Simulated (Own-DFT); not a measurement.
# One host, several defects: zincblende GaAs

Calculated, not measured: single-point runs of Own-DFT, a retired in-house plane-wave DFT program that no person has reviewed, on unrelaxed cells, without spin or spin-orbit coupling.

All runs used: PBE; PseudoDojo norm-conserving scalar-relativistic files; cutoff 42 hartree; 3 x 3 x 3 k mesh centred on Gamma; Fermi-Dirac smearing of 0.1 eV.

Keep in mind (not all hold for every row): not probed for a lower state with spin; forces on such cells failed a check on a denser k mesh; forces not confirmed at this smearing and k mesh; forces on such cells passed a denser k mesh, each cell not checked; stress not checked against mesh or cutoff.

All runs share one cell, with vectors in Å (11.307, 0.000, 0.000); (0.000, 11.307, 0.000); (0.000, 0.000, 11.307) and a volume of 1445.4 Å³. u is the rms random offset of the atoms per axis. The defect's site can differ from row to row.

| cell | formula | u (Å) | P (GPa) |
|---|---|---|---|
| no defect | As32Ga32 | 0.0193 | 3.50 |
| no defect | As32Ga32 | 0.0211 | 3.53 |
| no defect | As32Ga32 | 0.0531 | 3.96 |
| one P on an As site | As31Ga32P | 0.0299 | 3.34 |
| one P on an As site | As31Ga32P | 0.0304 | 3.34 |
| one P on an As site | As31Ga32P | 0.0311 | 3.34 |
| one In on a Ga site | As32Ga31In | 0.0272 | 4.26 |
| one In on a Ga site | As32Ga31In | 0.0303 | 4.37 |
| one In on a Ga site | As32Ga31In | 0.0500 | 4.53 |
| two Ga vacancies | As32Ga30 | 0.0282 | 2.85 |
| two Ga vacancies | As32Ga30 | 0.0302 | ? |
| two Ga vacancies | As32Ga30 | 0.0310 | 2.97 |
| two Ga vacancies | As32Ga30 | 0.0319 | 2.95 |
| one Al on a Ga site | AlAs32Ga31 | 0.0495 | 3.96 |
| one Al on a Ga site | AlAs32Ga31 | 0.0496 | 3.83 |
| one Al on a Ga site | AlAs32Ga31 | 0.0516 | 4.01 |

## Analysis

P = P0 + c u² + a shift for each defect gives P0 = 3.46 GPa, c = 170 ± 22 GPa/Å² and a scatter of 0.05 GPa. The shifts, and each times the cell's volume:

- one In on a Ga site: 0.70 ± 0.04 GPa, 6.3 eV
- one Al on a Ga site: 0.05 ± 0.05 GPa, 0.4 eV (not resolved)
- one P on an As site: -0.27 ± 0.04 GPa, -2.4 eV
- two Ga vacancies: -0.69 ± 0.04 GPa, -6.2 eV (-3.1 eV for each of its 2 sites)

Against the defect-free cell, a freed cell would be larger where the shift is positive and smaller where it is negative (160.2 GPa Å³ is 1 eV). The atoms around the defects weren't relaxed, which would change these numbers.

## Prediction

Asked: what pressure belongs in the blank (two Ga vacancies, u = 0.0302 Å)?

The fit gives 2.92 ± 0.06 GPa. The hidden result is 2.87 GPa.
